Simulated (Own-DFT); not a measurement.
Hf16O31 (monoclinic hafnia with two neutral oxygen vacancies, strained, atoms displaced) (calculated)

All values are calculated (Own-DFT development build). A calculation, not a measurement: plane-wave PBE and HSE06 DFT by an unreviewed code, no spin, of a simulated cell at Gamma alone, so results move with cell size and shape, stress positive in tension, energies less offsets, not probed for a lower state with spin; hafnium file: forces about 75 meV/angstrom off all-electron values; oxygen file: force components 24 meV/angstrom off all-electron in a glass; k mesh not checked against a denser one; forces and stress are PBE's, HSE06 gives the energy alone, and its difference from PBE has offsets of its own; offsets are fitted by least squares, one for each functional and potential file, so energies compare only between cells with the same atoms and settings and are not formation energies; the far tail of each file's local potential was reset to the Coulomb form; each entry is a single point on an unrelaxed cell, so the pressure reflects the starting lattice, mostly measured values, from which strain is counted, and rises with the displacements; printed positions are rounded, which can move forces by about a meV/angstrom; the program is a retired in-house code; no spin-orbit coupling.

```xyz
94
Lattice="10.1760 0.0471 -0.0830 0.0476 10.2673 0.0647 -1.7706 0.0575 10.5431" Properties=species:S:1:pos:R:3:force_x:R:1:force_y:R:1:force_z:R:1 formula=Hf16O31 first_functional=PBE second_functional=HSE06 exact_exchange_share=0.25 screening=0.11 exchange_divergence=Gygi-Baldereschi potential_files=PseudoDojo_norm-conserving,scalar-relativistic,made_for_PBE,standard_set wave_cutoff=48 occupations=fixed k_mesh=1_x_1_x_1_centred_on_Gamma PBE_energy_of_cell_above_offsets=-86.738 HSE06_less_PBE_above_offsets=0.438 PBE_pressure=7.16 PBE_stress_xx=-8.65 PBE_stress_yy=-8.07 PBE_stress_zz=-4.76 PBE_stress_yz=0.51 PBE_stress_xz=-2.29 PBE_stress_xy=1.89
Hf     1.2055     0.2704     1.1023      0.748     -0.118     -1.593
Hf     3.5001     2.7863     1.5595     -1.099      0.328     -1.596
Hf     3.0070     4.9820     4.1995     -0.988     -0.442     -0.555
Hf     0.8406     2.4630     3.6978     -2.079     -1.092      1.406
O      0.1282     1.7635     1.8000     -1.572      0.613      0.064
O      4.6204     4.2593     0.7521      0.914      0.881     -0.171
O      4.2203     3.4676     3.4376     -0.985      0.645     -0.051
O     -0.4199     0.8397     4.4544      0.422      0.876     -0.855
O      1.9408     3.7959     2.5379     -0.726       2.28      0.555
O      2.7968     1.4021     0.0533      0.473     -0.754       0.57
O      2.3186     1.3738     2.6264      1.401     -1.863      1.583
O      1.3741     3.8310     5.2104       0.37      0.266      0.093
Hf     0.3034     0.2987     6.3625      0.902     -1.888     -1.622
Hf     2.6335     2.8093     6.7451     -1.745      -0.32      1.094
Hf     2.2102     5.0337     9.3845     -0.782     -1.317      1.083
Hf    -0.0779     2.4861     9.0435      0.112     -0.609     -0.042
O     -0.6580     1.7435     7.0270     -2.841      2.713      1.445
O      3.7119     4.2578     6.0034      0.791      0.347      0.571
O     -1.2562     0.9011     9.7661     -0.168      0.342     -0.878
O      1.9323     1.3733     5.3301      0.574     -0.365     -0.352
O      1.5117     1.3404     8.0574      0.594     -0.015     -0.394
O      2.2992     3.8400     0.0497      0.052     -0.252     -2.048
Hf     1.2207     5.3518     1.1972      1.444     -1.559     -1.869
Hf     3.4783     7.9171     1.5884     -1.623     -0.088     -1.113
Hf     2.9983    10.1309     4.1389      -1.05     -0.793      0.819
Hf     0.7586     7.5103     3.7412      0.385     -0.075      1.861
O      0.1004     6.7531     1.9127     -1.516      1.619     -0.467
O      4.5150     9.4910     0.8807      2.086      0.458      0.408
O      4.1314     8.5140     3.4302      1.119      0.743      1.068
O     -0.3590     5.9662     4.3759      0.057      0.043      0.697
O      1.8803     9.1203     2.4853      0.581     -0.874      0.983
O      2.8207     6.4276     0.1621      0.744      0.453       0.31
O      2.3717     6.4403     2.7942      0.503     -0.517     -0.168
O      1.4324     9.0170     5.1597       0.65     -0.622      -0.69
Hf     0.4085     5.3220     6.4635       -1.5      0.805     -1.422
Hf     2.5815     7.9981     6.8173      -1.41     -0.911     -0.139
Hf     2.1891    10.1414     9.4819     -1.744     -0.258     -0.613
Hf    -0.0267     7.5522     9.0673     -0.265     -0.167     -0.737
O     -0.7749     6.9511     7.0722      1.345     -1.479      0.395
O      3.6677     9.4050     6.1090      2.119      1.919     -0.977
O      3.3484     8.6338     8.7032      0.275      0.084      0.287
O     -1.1340     6.0095     9.7607     -1.585     -0.255     -0.155
O      0.9759     9.0403     7.8199       0.68      0.264      0.092
O      1.9068     6.4358     5.4208       0.43      0.526      0.227
O      1.5566     6.3842     8.0145     -0.493      -0.04       0.43
O      0.6110     8.9879    10.4466     -0.266      0.044     -0.071
Hf     6.3113     0.2151     1.0244      0.019      0.166      0.462
Hf     8.5416     2.7347     1.4291     -0.286      2.294      1.194
Hf     7.9998     4.9875     4.1150      1.896     -1.016      0.435
Hf     5.8559     2.3691     3.6111      1.729        1.8      2.109
O      5.2534     1.8013     1.8294     -1.523     -1.256     -2.171
O      9.6864     4.3368     0.6784     -0.424     -0.665      0.862
O      9.2135     3.4598     3.4364      0.364     -0.372     -1.052
O      4.7421     0.9382     4.4867     -2.609     -0.868     -1.844
O      6.9019     3.8842     2.5190      0.436      1.152     -1.158
O      7.8665     1.3564     0.0664      0.216     -0.461     -0.015
O      7.3226     1.2576     2.6886       1.92     -0.578     -0.894
O      6.5326     3.8036     5.0394     -0.698      0.397      1.276
Hf     5.3922     0.3985     6.2283      1.263     -3.506      2.416
Hf     7.5376     2.8619     6.7285      2.556     -0.085     -0.186
Hf     7.1408     5.1012     9.4155      1.891      -1.98     -0.291
Hf     4.9987     2.4177     8.9829      0.807      0.707      0.128
O      4.4117     1.8139     7.0917     -1.885      1.013       0.06
O      8.8013     4.3575     6.0023       0.17     -0.214      0.732
O      8.3193     3.4495     8.6140      0.323      0.795      0.517
O      3.8043     0.9741     9.7464      0.099      0.095     -0.168
O      6.1149     3.9525     7.7574     -1.097      0.491     -0.081
O      6.9468     1.3416     5.3123      0.958      0.473     -0.015
O      6.6378     1.2833     7.9219     -0.379      0.152      0.502
O      5.5599     3.8686    10.3893      0.505      0.459       -0.4
Hf     6.2358     5.4506     1.0743      2.464     -3.653     -0.499
Hf     8.5631     7.8638     1.5437      1.098      2.004     -0.123
Hf     8.0205    10.1133     4.1329      3.184       0.53      1.405
Hf     5.9811     7.5835     3.7163     -0.545     -0.828      1.426
O      5.2641     6.8536     1.8370     -2.059       2.21      0.705
O      9.7473     9.4831     0.7756     -0.128      -1.03      0.588
O      9.2962     8.6430     3.3726      0.078     -0.156     -0.157
O      4.6697     6.0125     4.5093      1.061      1.199     -0.891
O      7.0893     9.0369     2.6222      -2.02     -0.324     -1.951
O      7.9613     6.5143     0.1056     -0.435     -0.252     -0.952
O      7.5411     6.4253     2.6522     -0.781     -0.006      0.664
O      6.6027     8.9928     5.1518     -1.557     -0.317     -0.439
Hf     5.3708     5.3871     6.3374      1.849     -0.282     -0.148
Hf     7.7129     8.0470     6.7999      0.084     -1.083      -2.04
Hf     7.2405    10.0962     9.4664      1.417      0.751     -1.287
Hf     5.1217     7.5540     8.9070     -0.676      1.526      0.636
O      4.3452     6.8306     7.1364     -1.761      0.912     -0.252
O      8.8755     9.4449     5.9626      0.023      0.381      0.659
O      8.3503     8.5551     8.5945      1.141      1.095      2.713
O      3.9017     6.0795     9.7111     -0.182     -0.053     -0.296
O      6.1741     9.0415     7.7782     -1.689      1.148      0.057
O      7.0650     6.4717     5.3803     -1.036      0.317     -0.804
O      6.5755     6.4886     7.9430      0.655     -1.077        0.7
O      5.7436     9.1329    10.4386     -1.766     -1.583      0.408
```

Units: screening in 1/bohr; wave_cutoff in hartree; PBE_energy_of_cell_above_offsets, HSE06_less_PBE_above_offsets in eV; PBE_pressure, PBE_stress_xx, PBE_stress_yy, PBE_stress_zz, PBE_stress_yz, PBE_stress_xz, PBE_stress_xy in GPa; force_x, force_y, force_z in eV/Å.
